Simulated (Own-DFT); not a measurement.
Si$_{4}$SnGe$_{11}$ (diamond-structure random alloy, strained, atoms displaced) (calculated)

A calculation, not a measurement: plane-wave density functional theory by an unreviewed code, no spin, of a simulated periodic cell, stress positive in tension, run twice, with PBE and with PBEsol, both on files made for PBE, so the change isn't that of files made for PBEsol, forces on such cells moved up to 12 meV/angstrom on a denser k mesh; the far tail of each file's local potential was reset to the Coulomb form; each entry is a single point on an unrelaxed cell, so the pressure reflects the starting lattice, mostly measured values (interpolated for alloys), from which strain is counted, and rises with the displacements; printed positions are rounded, which can move forces by about a meV/angstrom; the program, named Own-DFT, is a retired in-house code; no spin-orbit coupling; stress was not checked against mesh or cutoff. Program: Own-DFT development build.

Settings shared by all entries: functional PBE, then PBEsol; potential files PseudoDojo norm-conserving, scalar-relativistic, standard set; wave cutoff 49 hartree; occupations Fermi-Dirac; smearing width 0.1 eV; k mesh 3 x 3 x 3 centred on Gamma.

(1) Si$_{4}$SnGe$_{11}$ (diamond-structure random alloy, strained, atoms displaced)

```cif
# cell vector a (Å): 11.5608 0.0000 0.0000
# cell vector b (Å): 0.0000 11.5608 0.0000
# cell vector c (Å): 0.0000 0.0000 11.3064
data_Si4SnGe11
_symmetry_space_group_name_H-M 'P 1'
_symmetry_Int_Tables_number 1
_cell_length_a 11.5608
_cell_length_b 11.5608
_cell_length_c 11.3064
_cell_angle_alpha 90.000
_cell_angle_beta 90.000
_cell_angle_gamma 90.000
_cell_volume 1511.12
loop_
_atom_site_label
_atom_site_type_symbol
_atom_site_fract_x
_atom_site_fract_y
_atom_site_fract_z
_atom_site_occupancy
Ge1 Ge 0.00209 0.00070 0.00278 1
Ge2 Ge 0.99592 0.24806 0.24688 1
Ge3 Ge 0.25189 0.00243 0.25529 1
Si1 Si 0.24138 0.24933 0.99993 1
Ge4 Ge 0.12370 0.12677 0.12481 1
Ge5 Ge 0.13079 0.37163 0.37472 1
Ge6 Ge 0.37846 0.13010 0.37347 1
Ge7 Ge 0.36900 0.37213 0.13147 1
Si2 Si 0.99817 0.00438 0.50398 1
Ge8 Ge 0.00329 0.24914 0.74983 1
Si3 Si 0.25157 0.00541 0.74850 1
Ge9 Ge 0.25111 0.24721 0.50422 1
Si4 Si 0.12934 0.12336 0.62630 1
Si5 Si 0.12236 0.36887 0.87254 1
Ge10 Ge 0.37397 0.12869 0.87098 1
Ge11 Ge 0.37746 0.37349 0.62183 1
Ge12 Ge 0.99992 0.49261 0.00040 1
Ge13 Ge 0.00285 0.74610 0.24697 1
Si6 Si 0.25742 0.50215 0.24219 1
Ge14 Ge 0.25326 0.74563 0.00486 1
Ge15 Ge 0.11495 0.62302 0.12542 1
Sn1 Sn 0.12677 0.87886 0.36800 1
Si7 Si 0.36465 0.62574 0.38012 1
Ge16 Ge 0.37963 0.87467 0.11926 1
Si8 Si 0.00486 0.50732 0.49977 1
Ge17 Ge 0.99508 0.75343 0.74410 1
Ge18 Ge 0.25563 0.49619 0.75222 1
Ge19 Ge 0.24665 0.74518 0.50827 1
Ge20 Ge 0.12397 0.62913 0.62564 1
Ge21 Ge 0.12849 0.87023 0.86869 1
Ge22 Ge 0.37942 0.62146 0.87155 1
Si9 Si 0.37352 0.87824 0.63110 1
Ge23 Ge 0.49156 0.99622 0.00663 1
Si10 Si 0.50671 0.25091 0.25701 1
Ge24 Ge 0.75156 0.00593 0.24763 1
Ge25 Ge 0.75381 0.24438 0.99957 1
Si11 Si 0.62381 0.11775 0.12163 1
Sn2 Sn 0.61789 0.38336 0.37392 1
Ge26 Ge 0.87275 0.11903 0.37042 1
Ge27 Ge 0.87583 0.37236 0.12310 1
Ge28 Ge 0.50186 0.99542 0.49700 1
Ge29 Ge 0.49748 0.25112 0.75170 1
Ge30 Ge 0.73820 0.00499 0.75560 1
Ge31 Ge 0.74868 0.25336 0.49792 1
Sn3 Sn 0.62973 0.12862 0.62578 1
Ge32 Ge 0.62259 0.37403 0.87196 1
Si12 Si 0.88095 0.11920 0.88072 1
Ge33 Ge 0.87506 0.37190 0.62695 1
Ge34 Ge 0.49944 0.50264 0.99821 1
Si13 Si 0.49869 0.75278 0.24728 1
Sn4 Sn 0.75354 0.49811 0.25246 1
Ge35 Ge 0.75194 0.74503 0.99610 1
Ge36 Ge 0.62669 0.62523 0.13398 1
Si14 Si 0.62933 0.87947 0.37687 1
Ge37 Ge 0.87342 0.61894 0.37380 1
Si15 Si 0.86800 0.87771 0.12237 1
Si16 Si 0.50302 0.50357 0.50230 1
Ge38 Ge 0.50008 0.74925 0.74485 1
Ge39 Ge 0.75333 0.50393 0.75416 1
Ge40 Ge 0.75354 0.74793 0.50660 1
Ge41 Ge 0.63172 0.62554 0.62164 1
Ge42 Ge 0.63074 0.88708 0.88028 1
Ge43 Ge 0.87616 0.63128 0.87856 1
Ge44 Ge 0.87393 0.87162 0.62526 1
```

| Property | Result |
| --- | --- |
| PBE pressure | 1.07 GPa |
| PBE stress xx | -0.52 GPa |
| PBE stress yy | -0.66 GPa |
| PBE stress zz | -2.02 GPa |
| PBE stress yz | 0.11 GPa |
| PBE stress xz | 0.27 GPa |
| PBE stress xy | -0.65 GPa |
| PBEsol pressure | -1.39 GPa |
| PBEsol stress xx | 1.93 GPa |
| PBEsol stress yy | 1.8 GPa |
| PBEsol stress zz | 0.45 GPa |
| PBEsol stress yz | 0.09 GPa |
| PBEsol stress xz | 0.25 GPa |
| PBEsol stress xy | -0.61 GPa |
| rms change of force components from PBE to PBEsol | 0.046 eV/Å |

Force:
```tsv
force element	PBE force x (eV/Å)	PBE force y (eV/Å)	PBE force z (eV/Å)	PBEsol force x (eV/Å)	PBEsol force y (eV/Å)	PBEsol force z (eV/Å)
Ge	-0.165	-0.836	-0.187	-0.106	-0.802	-0.168
Ge	0.522	0.09	0.576	0.505	0.078	0.547
Ge	1.625	1.407	-2.052	1.567	1.366	-1.984
Si	0.462	0.251	-0.216	0.49	0.208	-0.169
Ge	0.375	-0.147	0.096	0.319	-0.174	0.122
Ge	-0.366	0.909	-0.269	-0.35	0.827	-0.259
Ge	0.239	-0.287	0.23	0.193	-0.312	0.258
Ge	0.854	-0.511	-0.876	0.852	-0.472	-0.872
Si	-0.2	0.196	0.341	-0.237	0.161	0.298
Ge	-0.229	-0.768	0.168	-0.259	-0.715	0.134
Si	-0.133	-0.602	-0.139	-0.123	-0.588	-0.058
Ge	-0.123	-0.126	-0.257	-0.08	-0.087	-0.287
Si	-0.481	-0.147	-0.022	-0.472	-0.063	-0.028
Si	0.663	0.48	0.361	0.604	0.505	0.311
Ge	-0.635	-0.173	0.909	-0.554	-0.16	0.874
Ge	0.194	0.51	0.083	0.159	0.458	0.118
Ge	0.161	0.206	-0.78	0.121	0.236	-0.71
Ge	-2.101	0.251	-0.402	-2.001	0.208	-0.381
Si	-1.108	0.365	1.245	-1.114	0.316	1.171
Ge	-0.405	-0.156	-0.742	-0.393	-0.142	-0.726
Ge	1.48	-0.675	-0.247	1.401	-0.625	-0.252
Sn	-0.858	-0.754	1.872	-0.8	-0.768	1.78
Si	1.288	-0.223	-0.576	1.225	-0.18	-0.522
Ge	-1.112	-0.736	1.648	-1.095	-0.678	1.55
Si	-0.208	-1.065	-0.001	-0.209	-1.04	-0.001
Ge	0.655	-0.413	0.697	0.637	-0.397	0.676
Ge	-0.988	-0.152	-0.14	-0.916	-0.118	-0.158
Ge	1.154	0.865	-0.11	1.053	0.831	-0.092
Ge	-0.298	-1.127	0.601	-0.258	-1.039	0.591
Ge	0.138	0.61	0.43	0.101	0.562	0.44
Ge	-0.257	0.555	0.238	-0.242	0.526	0.232
Si	-0.059	-0.141	-0.558	-0.02	-0.179	-0.58
Ge	1.185	1.348	-1.247	1.126	1.26	-1.232
Si	-1.342	-1.602	-2.193	-1.345	-1.544	-2.118
Ge	-0.835	-1.236	-0.311	-0.768	-1.161	-0.259
Ge	-0.487	-0.224	-0.297	-0.466	-0.162	-0.282
Si	-0.298	1.073	0.529	-0.261	1.016	0.49
Sn	-0.748	-1.516	1.668	-0.631	-1.477	1.626
Ge	0.612	0.929	1.027	0.556	0.93	0.945
Ge	0.34	-0.804	-0.645	0.339	-0.781	-0.623
Ge	-0.823	-0.418	-0.076	-0.798	-0.34	-0.069
Ge	-0.382	0.706	0.192	-0.368	0.686	0.189
Ge	3.21	-0.825	0.762	3.069	-0.829	0.733
Ge	1.704	0.134	-0.579	1.65	0.127	-0.547
Sn	-1.368	0.086	-0.721	-1.334	0.082	-0.693
Ge	0.436	0.199	0.593	0.414	0.2	0.567
Si	-0.4	0.375	-0.733	-0.39	0.37	-0.712
Ge	0.568	0.901	-0.471	0.522	0.849	-0.433
Ge	0.256	-0.627	0.78	0.249	-0.605	0.74
Si	0.158	-0.019	1.22	0.155	-0.019	1.135
Sn	1.086	0.476	-1.929	1.056	0.477	-1.874
Ge	-0.731	1.222	1.089	-0.719	1.161	1.026
Ge	-1.265	1.131	-1.548	-1.194	1.06	-1.54
Si	-0.195	-0.885	-0.563	-0.16	-0.829	-0.523
Ge	1.946	1.82	1.679	1.861	1.787	1.601
Si	0.754	-0.536	0.022	0.739	-0.521	0.019
Si	-1.851	1.373	0.724	-1.778	1.319	0.746
Ge	0.366	0.749	0.43	0.377	0.686	0.441
Ge	-0.119	-0.433	-0.183	-0.121	-0.42	-0.184
Ge	-0.182	0.471	-1.577	-0.153	0.425	-1.484
Ge	-0.835	-0.431	0.505	-0.767	-0.384	0.519
Ge	-1.245	-1.762	0.323	-1.201	-1.697	0.301
Ge	0.728	-0.904	-0.479	0.683	-0.874	-0.469
Ge	-0.328	1.574	0.089	-0.339	1.462	0.107
```

(2) Si$_{4}$SnGe$_{11}$ (diamond-structure random alloy, strained, atoms displaced)

```cif
# cell vector a (Å): 11.5608 0.0000 0.0000
# cell vector b (Å): 0.0000 11.5608 0.0000
# cell vector c (Å): 0.0000 0.0000 11.3064
data_Si4SnGe11
_symmetry_space_group_name_H-M 'P 1'
_symmetry_Int_Tables_number 1
_cell_length_a 11.5608
_cell_length_b 11.5608
_cell_length_c 11.3064
_cell_angle_alpha 90.000
_cell_angle_beta 90.000
_cell_angle_gamma 90.000
_cell_volume 1511.12
loop_
_atom_site_label
_atom_site_type_symbol
_atom_site_fract_x
_atom_site_fract_y
_atom_site_fract_z
_atom_site_occupancy
Ge1 Ge 0.99941 0.01167 0.99570 1
Sn1 Sn 0.00657 0.25751 0.25763 1
Ge2 Ge 0.24955 0.00263 0.24889 1
Ge3 Ge 0.25772 0.24712 0.00271 1
Ge4 Ge 0.12667 0.12561 0.11741 1
Si1 Si 0.12098 0.38009 0.37969 1
Si2 Si 0.37738 0.12170 0.37882 1
Ge5 Ge 0.37527 0.37629 0.12863 1
Ge6 Ge 0.99762 0.00637 0.50104 1
Si3 Si 0.99942 0.24875 0.74270 1
Ge7 Ge 0.25352 0.99887 0.75469 1
Ge8 Ge 0.25706 0.25008 0.50709 1
Ge9 Ge 0.12125 0.12735 0.61946 1
Si4 Si 0.12504 0.37099 0.86464 1
Ge10 Ge 0.37378 0.12881 0.87067 1
Si5 Si 0.37778 0.37260 0.63119 1
Sn2 Sn 0.99914 0.50096 0.00206 1
Ge11 Ge 0.99700 0.75954 0.24796 1
Ge12 Ge 0.24577 0.49804 0.25096 1
Ge13 Ge 0.25465 0.75400 0.00508 1
Si6 Si 0.11963 0.62737 0.12947 1
Ge14 Ge 0.12723 0.87263 0.37385 1
Ge15 Ge 0.37344 0.62276 0.37234 1
Sn3 Sn 0.36681 0.87290 0.11686 1
Ge16 Ge 0.00292 0.49647 0.50065 1
Si7 Si 0.00099 0.75199 0.75790 1
Ge17 Ge 0.24279 0.50129 0.74284 1
Ge18 Ge 0.24902 0.75003 0.49390 1
Si8 Si 0.12708 0.62796 0.63460 1
Ge19 Ge 0.12167 0.87357 0.87966 1
Ge20 Ge 0.37966 0.62891 0.87520 1
Ge21 Ge 0.37207 0.87349 0.62098 1
Ge22 Ge 0.49399 0.99547 0.99974 1
Si9 Si 0.49925 0.24787 0.24288 1
Ge23 Ge 0.74896 0.99933 0.24381 1
Ge24 Ge 0.75119 0.24550 0.99446 1
Ge25 Ge 0.62958 0.12961 0.11686 1
Ge26 Ge 0.63186 0.37614 0.37194 1
Sn4 Sn 0.88089 0.12704 0.37684 1
Si10 Si 0.87419 0.37524 0.13091 1
Si11 Si 0.50649 0.00151 0.50132 1
Ge27 Ge 0.49904 0.25217 0.74605 1
Ge28 Ge 0.75135 0.00584 0.74358 1
Ge29 Ge 0.75067 0.24117 0.49732 1
Ge30 Ge 0.62281 0.13004 0.62717 1
Ge31 Ge 0.63020 0.37345 0.87873 1
Ge32 Ge 0.87407 0.12300 0.88112 1
Ge33 Ge 0.87644 0.37173 0.62353 1
Ge34 Ge 0.50780 0.50074 0.99819 1
Ge35 Ge 0.49512 0.75650 0.25132 1
Si12 Si 0.74540 0.50555 0.25334 1
Ge36 Ge 0.75366 0.75098 0.99229 1
Ge37 Ge 0.62104 0.62938 0.12765 1
Ge38 Ge 0.61536 0.87612 0.37273 1
Ge39 Ge 0.86909 0.62132 0.37480 1
Si13 Si 0.87300 0.88432 0.12025 1
Si14 Si 0.50166 0.50249 0.49085 1
Ge40 Ge 0.50446 0.74588 0.75226 1
Ge41 Ge 0.74151 0.50366 0.75406 1
Ge42 Ge 0.75392 0.75091 0.50175 1
Ge43 Ge 0.61830 0.62257 0.62237 1
Ge44 Ge 0.62691 0.87864 0.87568 1
Si15 Si 0.88442 0.61762 0.87948 1
Si16 Si 0.88490 0.87253 0.62058 1
```

| Quantity | Value |
| --- | --- |
| PBE pressure | 1.17 GPa |
| PBE stress xx | -0.66 GPa |
| PBE stress yy | -0.74 GPa |
| PBE stress zz | -2.11 GPa |
| PBE stress yz | -0.11 GPa |
| PBE stress xz | -0.5 GPa |
| PBE stress xy | -0.07 GPa |
| PBEsol pressure | -1.29 GPa |
| PBEsol stress xx | 1.8 GPa |
| PBEsol stress yy | 1.71 GPa |
| PBEsol stress zz | 0.35 GPa |
| PBEsol stress yz | -0.09 GPa |
| PBEsol stress xz | -0.49 GPa |
| PBEsol stress xy | -0.07 GPa |
| rms change of force components from PBE to PBEsol | 0.045 eV/Å |

Force:
```tsv
force element	PBE force x (eV/Å)	PBE force y (eV/Å)	PBE force z (eV/Å)	PBEsol force x (eV/Å)	PBEsol force y (eV/Å)	PBEsol force z (eV/Å)
Ge	0.148	-1.634	0.807	0.166	-1.548	0.76
Sn	0.902	0.597	-2.441	0.858	0.496	-2.382
Ge	-0.501	0.803	0.992	-0.522	0.738	0.922
Ge	-0.731	0.883	-0.808	-0.685	0.821	-0.759
Ge	0.547	-0.009	0.423	0.54	-0.017	0.403
Si	2.491	0.704	1.245	2.438	0.694	1.227
Si	0.503	0.345	-0.375	0.424	0.339	-0.369
Ge	0.427	0.032	-0.273	0.381	0.05	-0.293
Ge	1.571	-2.48	1.001	1.557	-2.357	0.946
Si	0.025	0.034	0.881	-0.014	-0.002	0.816
Ge	-0.882	-0.01	-0.745	-0.847	-0.008	-0.718
Ge	-0.263	0.339	-0.867	-0.302	0.294	-0.811
Ge	0.66	-0.163	1.074	0.658	-0.183	0.998
Si	0.355	-0.696	0.143	0.389	-0.644	0.167
Ge	0.6	-0.42	0.3	0.576	-0.417	0.299
Si	-0.04	1.261	-1.114	-0.069	1.203	-1.057
Sn	1.253	-1.692	0.504	1.227	-1.66	0.498
Ge	-0.431	-0.597	-0.247	-0.398	-0.574	-0.183
Ge	-0.48	0.291	0.031	-0.401	0.288	0.028
Ge	-3.339	-3.483	-2.41	-3.21	-3.341	-2.362
Si	1.306	0.995	0.542	1.281	0.981	0.539
Ge	-0.522	0.88	0.061	-0.502	0.845	0.048
Ge	0.198	-0.011	0.047	0.159	0.032	0.01
Sn	1.56	1.738	2.548	1.52	1.691	2.474
Ge	-0.138	1.024	0.58	-0.2	0.987	0.569
Si	-0.312	-0.619	-0.604	-0.273	-0.564	-0.548
Ge	1.141	-0.56	0.885	1.137	-0.53	0.882
Ge	-0.156	-0.641	0.919	-0.123	-0.586	0.858
Si	-0.871	0.674	-1.179	-0.811	0.619	-1.183
Ge	0.324	0.267	-0.148	0.357	0.301	-0.109
Ge	-0.713	-0.741	-0.028	-0.668	-0.7	-0.029
Ge	0.84	0.226	0.205	0.786	0.193	0.225
Ge	1.638	1.844	-1.253	1.592	1.783	-1.227
Si	0.16	-0.08	0.951	0.185	-0.047	0.893
Ge	-0.547	-0.35	-0.102	-0.559	-0.302	-0.081
Ge	0.633	1.139	0.92	0.582	1.061	0.867
Ge	-1.143	-0.692	0.593	-1.07	-0.695	0.543
Ge	-0.912	-0.345	-0.096	-0.858	-0.365	-0.066
Sn	-2.039	-1.76	-0.586	-1.981	-1.709	-0.548
Si	-1.963	0.337	-0.127	-1.894	0.3	-0.15
Si	-1.033	0.117	0.034	-0.974	0.077	0.068
Ge	0.146	0.309	0.8	0.177	0.253	0.808
Ge	0.457	-0.958	0.246	0.411	-0.892	0.275
Ge	-1.184	1.961	1.274	-1.14	1.909	1.242
Ge	0	-0.481	-0.635	0.042	-0.436	-0.584
Ge	-0.52	-0.179	-0.503	-0.501	-0.167	-0.49
Ge	0.179	0.805	-2.036	0.146	0.755	-1.939
Ge	-0.629	0.151	0.348	-0.63	0.164	0.294
Ge	-0.822	-0.064	0.427	-0.794	-0.053	0.415
Ge	0.327	-1.322	0.309	0.32	-1.284	0.297
Si	0.41	-0.558	-0.938	0.372	-0.517	-0.886
Ge	0.491	-0.176	0.641	0.414	-0.157	0.618
Ge	0.741	0.113	0.048	0.679	0.13	0.017
Ge	1.274	0.325	0.495	1.254	0.278	0.439
Ge	0.749	0.332	-0.116	0.747	0.356	-0.073
Si	0.24	-0.517	-0.319	0.232	-0.502	-0.31
Si	-0.361	-0.937	0.781	-0.324	-0.889	0.737
Ge	-0.314	0.938	-0.427	-0.308	0.895	-0.408
Ge	1.364	-0.048	-0.365	1.284	-0.076	-0.371
Ge	-0.512	0.195	0.019	-0.521	0.146	-0.019
Ge	0.413	0.091	-0.324	0.428	0.122	-0.264
Ge	-0.001	-0.014	-0.537	-0.009	-0.026	-0.513
Si	-2.286	2.331	-2.258	-2.279	2.247	-2.179
Si	-0.431	0.159	0.789	-0.453	0.198	0.728
```
